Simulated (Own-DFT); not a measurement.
# What a defect does to the pressure of its cell: zincblende GaAs

No measurement is shown. These are fixed-geometry runs of a retired plane-wave code named Own-DFT, which no person has reviewed; spin and spin-orbit coupling are neglected.

Settings: PBE; PseudoDojo norm-conserving scalar-relativistic files; cutoff 42 hartree; 3 x 3 x 3 k mesh centred on Gamma; Fermi-Dirac smearing of 0.1 eV.

Keep in mind (not all hold for every row): not probed for a lower state with spin; forces not confirmed at this smearing and k mesh; stress not checked against mesh or cutoff.

All runs share one cell, with vectors in Å (11.737, 0.000, 0.000); (0.000, 11.737, 0.000); (0.000, 0.000, 10.919) and a volume of 1504.3 Å³, strained against the parent crystal. u is the rms random offset of the atoms per axis. The defect's site can differ from row to row.

```
cell,formula,u (Å),P (GPa)
no defect,As32Ga32,0.0280,0.75
no defect,As32Ga32,0.0483,1.00
no defect,As32Ga32,0.0538,1.14
one As vacancy and one Ga vacancy,As31Ga31,0.0283,0.51
one As vacancy and one Ga vacancy,As31Ga31,0.0289,0.52
one As vacancy and one Ga vacancy,As31Ga31,0.0500,0.80
one P on an As site,As31Ga32P,0.0292,0.53
one P on an As site,As31Ga32P,0.0295,0.53
one P on an As site,As31Ga32P,0.0535,0.91
one Al on a Ga site,AlAs32Ga31,0.0280,0.71
one Al on a Ga site,AlAs32Ga31,0.0293,0.75
one Al on a Ga site,AlAs32Ga31,0.0485,?
one Al on a Ga site,AlAs32Ga31,0.0497,1.03
one In on a Ga site,As32Ga31In,0.0294,1.35
one In on a Ga site,As32Ga31In,0.0320,1.37
one In on a Ga site,As32Ga31In,0.0506,1.60
```

## What the rows give

P = P0 + c u² + a shift for each defect gives P0 = 0.61 GPa, c = 174 ± 6 GPa/Å² and a scatter of 0.02 GPa. The shifts, and each times the cell's volume:

- one In on a Ga site: 0.57 ± 0.02 GPa, 5.3 eV
- one Al on a Ga site: -0.02 ± 0.02 GPa, -0.2 eV (not resolved)
- one P on an As site: -0.22 ± 0.02 GPa, -2.1 eV
- one As vacancy and one Ga vacancy: -0.24 ± 0.02 GPa, -2.3 eV

A positive shift means that the defect pushes the cell outwards. Shift times volume (160.2 GPa Å³ is 1 eV) depends little on the cell's size, so, taken for each site, it can be compared between cells at like pressure. The atoms around the defects weren't relaxed, which would change these numbers.

## Prediction

The question: what pressure belongs in the blank (one Al on a Ga site, u = 0.0485 Å)?

The fitted form gives 1.00 ± 0.02 GPa. The hidden result is 1.05 GPa.
